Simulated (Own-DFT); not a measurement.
SiC (2H silicon carbide, atoms displaced) (calculated)

Computed with Own-DFT development build. A calculation, not a measurement: plane-wave PBE density functional theory by an unreviewed code, no spin, of a simulated periodic cell, stress positive in tension, free energy of the whole cell less one offset for each atom, forces on such cells passed a denser k mesh, this cell's mesh not checked; offsets are fitted by least squares, one for each functional and potential file, so energies compare only between cells with the same atoms and settings and are not formation energies; the far tail of each file's local potential was reset to the Coulomb form; each entry is a single point on an unrelaxed cell, so the pressure reflects the starting lattice, mostly measured values (interpolated for alloys), from which strain is counted, and rises with the displacements; printed positions are rounded, which can move forces by about a meV/angstrom; the program, named Own-DFT, is a retired in-house code; no spin-orbit coupling.

Common to all runs: functional PBE; potential files PseudoDojo norm-conserving, scalar-relativistic, standard set; wave cutoff 42 hartree; occupations Fermi-Dirac; smearing width 0.1 eV; hardware one NVIDIA H100; k mesh 4 x 4 x 3 centred on Gamma.

(1) 
```xyz
72
Lattice="9.2481 0.0000 0.0000 -4.6241 8.0091 0.0000 0.0000 0.0000 10.0681" Properties=species:S:1:pos:R:3:force_x:R:1:force_y:R:1:force_z:R:1 formula=SiC free_energy_of_cell_above_offsets=-10.049 pressure=3.96 stress_xx=-2.98 stress_yy=-2.4 stress_zz=-6.52 stress_yz=-0.08 stress_xz=0.25 stress_xy=-0.08 wall_time=367.2
Si    -4.5978     8.0051    10.0414       -0.7     -0.132      0.635
Si     0.0242     1.7929     2.5583      -0.76     -1.226     -0.785
C     -4.5805     7.9980     1.8895     -1.142      0.475     -0.112
C     -0.0280     1.7468     4.4203     -0.022      0.286     -0.283
Si     4.5938     7.9953     5.0207      0.733     -0.657      0.284
Si     0.0070     1.7850     7.5853       0.39      0.235      -1.33
C     -4.5938     8.0046     6.9386     -0.259      0.481     -0.629
C      0.0153     1.7917     9.4495      0.289     -0.404     -0.312
Si    -1.4681     2.6754    10.0331     -1.879      0.099      0.251
Si    -1.4908     4.4107     2.4810     -1.179      1.309      0.623
C     -1.5083     2.6680     1.8680       0.31      -0.19      0.095
C     -1.5463     4.4750     4.4213      0.031     -1.365     -1.106
Si     7.6996     2.6575     5.0244      0.214      0.457     -0.018
Si    -1.5623     4.4535     7.6245      0.657     -0.456     -3.006
C     -1.5082     2.6607     6.8669     -0.664      0.195      1.754
C     -1.6094     4.4851     9.4089      2.878     -1.215      1.467
Si    -3.0462     5.3166    10.0056     -1.743      1.891      1.789
Si    -3.0872     7.1205     2.5109      0.412     -0.639     -0.297
C      6.1476     5.3199     1.8892      1.643      0.503     -0.947
C     -3.0765     7.1264     4.3480     -0.259     -0.327       2.04
Si    -3.0571     5.3151     5.0799     -1.111      0.773     -1.158
Si    -3.1105     7.0913     7.5203      1.077      0.736      0.338
C      6.1644     5.3266     6.9570     -0.313     -0.225     -0.161
C     -3.0773     7.1751     9.4030      0.141     -1.217      0.279
Si     3.0722     0.0072    10.0377      0.499      0.115      0.403
Si     3.0965     1.7898     2.4906     -0.107      0.285       0.82
C      3.0700     0.0165     1.9340      0.534      -0.51     -1.493
C      3.0690     1.8309     4.4227      0.844     -1.451     -0.531
Si    -1.5574     7.9889     5.0995      0.285      0.905      -1.98
Si     3.0796     1.8157     7.5826      0.101     -0.312     -1.805
C      3.0602     0.0279     6.9170       0.38     -0.567      1.273
C      3.1189     1.8023     9.4016     -0.234     -0.316      1.615
Si     1.5572     2.6425    10.0641      0.165      0.974      -0.19
Si     1.5425     4.4454     2.5158      0.094     -0.615     -0.377
C      1.4770     2.6325     1.8800      1.776      0.978     -0.092
C      1.5914     4.4107     4.3603     -1.885      0.129      0.712
Si     1.5208     2.6110     4.9993      0.428      1.326       0.83
Si     1.5439     4.4657     7.5439     -0.817     -0.319     -0.512
C      1.5511     2.6996     6.9054     -0.337     -0.669      0.414
C      1.5718     4.4563     9.4036     -0.947     -0.234      1.263
Si    -0.0029     5.3865     0.0269      0.407     -1.374     -1.637
Si    -0.0092     7.0816     2.5013      0.056      1.657      0.812
C      0.0308     5.3690     1.8522     -0.447     -0.919      0.828
C      0.0142     7.1309     4.4295     -0.843     -0.923     -0.671
Si    -0.0355     5.2995     5.0300      1.517      0.644     -0.843
Si     0.0105     7.0922     7.5746     -0.146      0.218     -2.452
C     -0.0348     5.3008     6.8424      0.284      0.564      2.508
C     -0.0145     7.0700     9.3726      0.218      1.351      2.112
Si     6.1725     0.0146    10.0510      0.089     -0.349     -0.623
Si     6.2215     1.8101     2.5346     -1.002     -0.541     -0.642
C      6.1623     0.0200     1.8655     -0.046     -0.134      0.467
C      6.1798     1.7389     4.4156       0.02      0.853     -0.455
Si     1.5276     7.9882     4.9947      0.431     -0.283      1.271
Si     6.1523     1.7712     7.4951      0.978      0.143      0.427
C      6.1917     0.0154     6.9206     -0.359     -0.769     -0.175
C      6.1681     1.7877     9.3915      0.986     -0.204      0.525
Si     4.6741     2.6523    10.0637     -0.322      0.939     -0.296
Si     4.6595     4.4517     2.4718     -0.675     -0.135      0.796
C      4.6653     2.6898     1.8682     -0.241     -0.736      0.339
C      4.6181     4.4679     4.3686      0.636     -0.038      0.603
Si     4.6526     2.6986     5.0011     -0.901     -0.087      0.642
Si     4.6205     4.4136     7.6048     -0.388      0.828     -1.025
C      4.6563     2.6790     6.9515     -0.697     -0.145     -0.918
C      4.6610     4.4912     9.4534     -0.841     -0.996      0.333
Si     3.0815     5.3509     0.0359       0.33     -0.675     -0.721
Si     3.0743     7.1382     2.4915      0.453     -0.982      0.474
C      3.0737     5.2729     1.9026      0.255      1.396     -0.217
C      3.0715     7.0356     4.4832     -0.112      2.819     -2.172
Si     3.0499     5.3562     5.0024      0.801     -2.494       1.25
Si     3.1448     7.1376     7.5245     -1.466     -1.019      0.391
C      3.0434     5.2991     6.9381      1.448       1.03     -0.595
C      3.0963     7.0794     9.4449      0.055      1.249     -0.096
```

Units: free_energy_of_cell_above_offsets in eV; pressure, stress_xx, stress_yy, stress_zz, stress_yz, stress_xz, stress_xy in GPa; wall_time in s; force_x, force_y, force_z in eV/Å.

(2) 
```xyz
72
Lattice="9.2481 0.0000 0.0000 -4.6241 8.0091 0.0000 0.0000 0.0000 10.0681" Properties=species:S:1:pos:R:3:force_x:R:1:force_y:R:1:force_z:R:1 formula=SiC free_energy_of_cell_above_offsets=-10.069 pressure=3.94 stress_xx=-2.84 stress_yy=-2.97 stress_zz=-6.01 stress_yz=0.3 stress_xz=-0.21 stress_xy=-0.42 wall_time=395.9
Si     0.0290     0.0020    10.0424     -0.644      -0.36     -0.359
Si    -0.0070     1.7866     2.5126      0.079     -0.929      0.468
C      4.5955     7.9717     1.8364      0.559      0.644      0.737
C     -0.0221     1.8171     4.4187      0.273     -0.778      0.157
Si     4.6022     7.9768     5.0803      0.482      1.497     -1.057
Si    -0.0560     1.7918     7.5792      1.179      -0.48     -1.597
C      4.5847     7.9650     6.9102      0.565      0.558      1.371
C      0.0296     1.7675     9.4135     -0.792     -0.027      0.822
Si     7.7047     2.6377     0.0155      0.598      0.678     -0.348
Si    -1.5062     4.4407     2.5544     -1.522     -0.293       -0.5
C     -1.4987     2.6757     1.8702     -1.174     -0.203      0.546
C     -1.5154     4.4155     4.4236     -0.494      0.643      0.321
Si     7.6492     2.6509     5.0488      1.221      0.261     -0.236
Si    -1.5606     4.4723     7.5859      0.591     -1.054     -0.263
C      7.6695     2.6652     6.9395      0.146      0.125     -0.039
C     -1.5342     4.4106     9.4724     -0.196      0.872     -0.445
Si     6.1360     5.3529    10.0600       0.97     -0.587      0.132
Si    -3.0479     7.1178     2.4759     -1.287      0.119      0.684
C     -3.0470     5.3760     1.8718     -0.923     -1.346       0.56
C     -3.1690     7.1245     4.3752      1.628     -0.446      0.476
Si     6.1431     5.2965     5.0198      0.868      0.982     -0.647
Si    -3.0623     7.1240     7.5512     -0.512      0.013     -0.982
C      6.1726     5.2963     6.8983      0.429      1.437      0.151
C     -3.0488     7.1291     9.3995     -0.528     -0.207       0.79
Si     3.0707     0.0085     0.0419      0.685      0.169     -1.371
Si     3.1190     1.7990     2.4639     -0.582     -1.013      0.945
C     -1.5307     8.0022     1.8678      0.415      0.608      0.825
C      3.1071     1.7243     4.3850     -0.833      2.166     -0.236
Si     3.0301     0.0461     5.0382      0.183     -1.844       -0.4
Si     3.1478     1.7889     7.5815     -1.602     -0.222     -0.507
C      3.0855     0.0085     6.8983       0.26     -0.073      0.923
C      3.1073     1.8144     9.4589     -0.742     -0.704       0.13
Si     1.5014     2.6535     0.0130      1.159        0.1     -0.277
Si     1.5706     4.4058     2.5466     -1.411      0.708     -0.881
C      1.5581     2.6344     1.8956      -0.21      0.403      0.009
C      1.5347     4.4986     4.3965      0.926     -1.041      0.472
Si     1.5420     2.7087     5.0648     -0.152     -0.932     -1.287
Si     1.6003     4.4670     7.5742     -1.197     -1.213     -0.273
C      1.5601     2.6545     6.8853     -0.129      0.333      1.866
C      1.5427     4.4024     9.4572      0.252      1.051        0.2
Si     0.0224     5.3323    10.0598     -0.786      0.059      0.853
Si     0.0280     7.1475     2.5356     -0.607     -1.064     -0.351
C     -0.0668     5.3162     1.9490      2.703      0.842     -1.049
C     -0.0189     7.1447     4.4159      0.124     -0.211       0.11
Si     0.0528     5.3434     5.0206     -1.841      0.511       0.51
Si    -0.0071     7.0730     7.5795     -0.049      1.241     -0.622
C      0.0122     5.3426     6.9466      0.289     -0.587     -0.274
C     -0.0073     7.1462     9.4565      0.361     -0.342      0.136
Si     6.1998     0.0538    10.0271     -1.015     -0.967      0.779
Si     6.1055     1.8080     2.4854      2.296     -0.744      0.448
C      1.5798     7.9713     1.8872     -1.494       1.47      -0.57
C      6.1694     1.7761     4.3768     -1.068      0.091      0.514
Si     1.5524     8.0005     5.0121     -0.394      0.329      0.245
Si     6.1735     1.6871     7.4938     -0.168      2.584      1.545
C      6.1710     0.0054     6.9213     -0.385     -1.896     -0.393
C      6.1912     1.7948     9.4679     -0.894      0.043     -1.009
Si     4.6076     2.7262    10.0256      0.885     -1.494      0.779
Si     4.5518     4.4068     2.5167      2.234      1.528      0.225
C      4.6386     2.6860     1.8903     -0.733     -0.027     -1.016
C      4.6036     4.4547     4.4061      -0.61     -0.606      0.266
Si     4.5671     2.6748     5.0840      0.954     -0.498     -1.305
Si     4.6603     4.4715     7.4534     -0.489     -0.588      2.221
C      4.6229     2.6994     6.9427      0.605     -0.955     -0.199
C      4.6355     4.4095     9.4323     -0.536      2.383     -0.701
Si     3.0639     5.3649     0.0493      0.325     -0.682     -1.163
Si     3.0361     7.1412     2.5087      1.967     -0.943      0.893
C      3.0775     5.3142     1.9207      -0.62      0.676     -0.227
C      3.1181     7.1146     4.4643     -1.391      0.204     -1.434
Si     3.0528     5.3697     5.0361      0.752     -0.536      0.113
Si     3.0628     7.0688     7.5633      0.325      0.901     -0.905
C      3.1069     5.3208     6.9434     -0.324      0.302     -0.709
C      3.0448     7.1424     9.3877      1.047     -0.641      1.409
```

Units: free_energy_of_cell_above_offsets in eV; pressure, stress_xx, stress_yy, stress_zz, stress_yz, stress_xz, stress_xy in GPa; wall_time in s; force_x, force_y, force_z in eV/Å.

(3) 
```xyz
72
Lattice="9.2481 0.0000 0.0000 -4.6241 8.0091 0.0000 0.0000 0.0000 10.0681" Properties=species:S:1:pos:R:3:force_x:R:1:force_y:R:1:force_z:R:1 formula=SiC free_energy_of_cell_above_offsets=-10.430 pressure=3.87 stress_xx=-3.03 stress_yy=-2.22 stress_zz=-6.37 stress_yz=0.02 stress_xz=-0.46 stress_xy=0.22 wall_time=373.7
Si     4.6127     7.9847     0.0119      0.706      0.573     -0.785
Si    -0.0241     1.7681     2.5421      0.314      0.079     -1.675
C      4.6139     7.9664     1.8473       -0.3      0.816       1.47
C      0.0339     1.7959     4.4067     -2.045     -0.313     -0.052
Si     0.0431     0.0333     5.0373     -0.946     -0.721      -0.06
Si    -0.0549     1.8120     7.5639      1.925     -1.319      0.666
C     -4.5659     7.9703     6.9201     -1.591      0.957     -0.065
C      0.0218     1.7417     9.4512     -0.368      0.652      0.189
Si     7.6639     2.6583    10.0571      1.094     -0.367     -1.143
Si    -1.5623     4.4743     2.5181     -0.125     -0.426     -0.992
C      7.6561     2.6668     1.8067      0.754      0.206      2.467
C     -1.5597     4.4339     4.3842      0.647      0.402      0.413
Si     7.6718     2.6913     5.0256      0.697     -0.853      0.514
Si    -1.6360     4.5011     7.5614      3.356     -1.896      0.322
C     -1.5176     2.6579     6.9680     -1.711      1.131     -1.442
C     -1.5629     4.4229     9.4091      -0.01      0.607       1.05
Si     6.1536     5.3410    10.0525      0.251     -0.163      0.562
Si    -3.0739     7.1495     2.5018      -0.58       -0.2     -0.158
C     -3.0801     5.4026     1.9088     -0.413     -1.219     -0.255
C     -3.0877     7.1754     4.3558      0.161     -1.416      1.205
Si    -3.0399     5.3235     5.0369     -1.145      0.977      -0.36
Si    -3.0789     7.1151     7.5558      0.242      0.237      0.418
C     -3.0597     5.3276     6.9595     -1.719      1.071     -1.644
C     -3.0759     7.0978     9.4360      0.079      0.333      0.074
Si    -1.5231     7.9871     0.0137     -0.147      0.118     -0.148
Si     3.0665     1.7760     2.5130      0.758     -0.042     -0.067
C     -1.5726     8.0045     1.8998      1.342      0.259     -0.335
C      3.1087     1.7455     4.3760     -0.816      0.959      1.182
Si    -1.5874     8.0084     5.0535      1.466      0.198     -1.061
Si     3.0699     1.7577     7.5416     -0.124          1      0.955
C      3.0615     0.0378     6.9268      0.186     -1.306     -0.089
C      3.1220     1.7639     9.4760     -0.544     -0.165     -0.688
Si     1.5820     2.6331     0.0261     -0.938      0.243     -0.631
Si     1.5079     4.4752     2.5367      0.333     -0.986     -1.097
C      1.5677     2.6447     1.8922     -1.137       0.66      0.553
C      1.5241     4.4345     4.3775      0.331      0.255      1.133
Si     1.4609     2.6697     5.0322      2.656      0.287      0.397
Si     1.5479     4.4559     7.5152     -0.952     -0.521      1.417
C      1.5253     2.6723     6.9633      0.004     -0.078     -0.965
C      1.4957     4.4282     9.4547      1.295     -0.155     -0.443
Si     0.0095     5.3065     0.0305     -0.666      0.655     -1.301
Si     0.0468     7.1471     2.5070     -1.411     -0.238     -0.363
C     -0.0189     5.3644     1.8747       0.09     -0.245       0.82
C      0.0439     7.1390     4.3456     -0.828     -0.343      1.864
Si     0.0097     5.3469     5.0073     -0.111      0.328      0.407
Si    -0.0250     7.1402     7.5618      0.386     -0.471     -0.354
C      0.0052     5.3229     6.9431      -0.97      0.804     -0.747
C      0.0321     7.1455     9.4207     -0.424     -0.938      0.972
Si     6.1943     0.0001     0.0002     -0.332      0.091     -0.242
Si     6.1734     1.7330     2.5284     -0.229       1.49     -0.433
C      6.1772     0.0160     1.9031     -0.284     -0.291     -0.884
C      6.1704     1.7697     4.3915     -0.117      0.142      0.878
Si     1.5633     7.9975     5.0888      -0.33      0.274     -1.031
Si     6.1729     1.7717     7.5517     -0.067      0.451      0.008
C      6.1429     0.0342     6.9523      0.229     -0.844     -0.434
C      6.1970     1.7292     9.3882     -1.032      1.032      1.389
Si     4.6039     2.6684     0.0532      1.165     -0.165     -1.736
Si     4.6203     4.4464     2.5457     -0.039      0.353     -0.858
C      4.6554     2.6694     1.8711     -0.471     -0.165       1.43
C      4.6101     4.4442     4.4224      0.901     -0.129       0.51
Si     4.6148     2.6717     5.0771     -0.051     -0.686     -0.892
Si     4.6167     4.4756     7.5138     -0.472     -0.651      1.054
C      4.6164     2.6501     6.9596      0.081      0.703      -0.48
C      4.6090     4.4599     9.4427      0.499     -0.601       -0.4
Si     3.0966     5.3017    10.0385     -1.184      1.054      0.611
Si     3.0385     7.1429     2.5132       1.28      -1.11      0.041
C      3.0399     5.3175     1.8994      0.662      0.539     -0.077
C      3.0854     7.1375     4.4027      0.482     -0.248      0.538
Si     3.1136     5.3186     5.0389     -1.209      0.926     -0.135
Si     3.0588     7.1230     7.5532      0.621      0.893      0.105
C      3.0326     5.3769     6.9651        1.2     -0.651     -1.152
C      3.0994     7.1763     9.4343     -0.356     -1.832      0.057
```

Units: free_energy_of_cell_above_offsets in eV; pressure, stress_xx, stress_yy, stress_zz, stress_yz, stress_xz, stress_xy in GPa; wall_time in s; force_x, force_y, force_z in eV/Å.
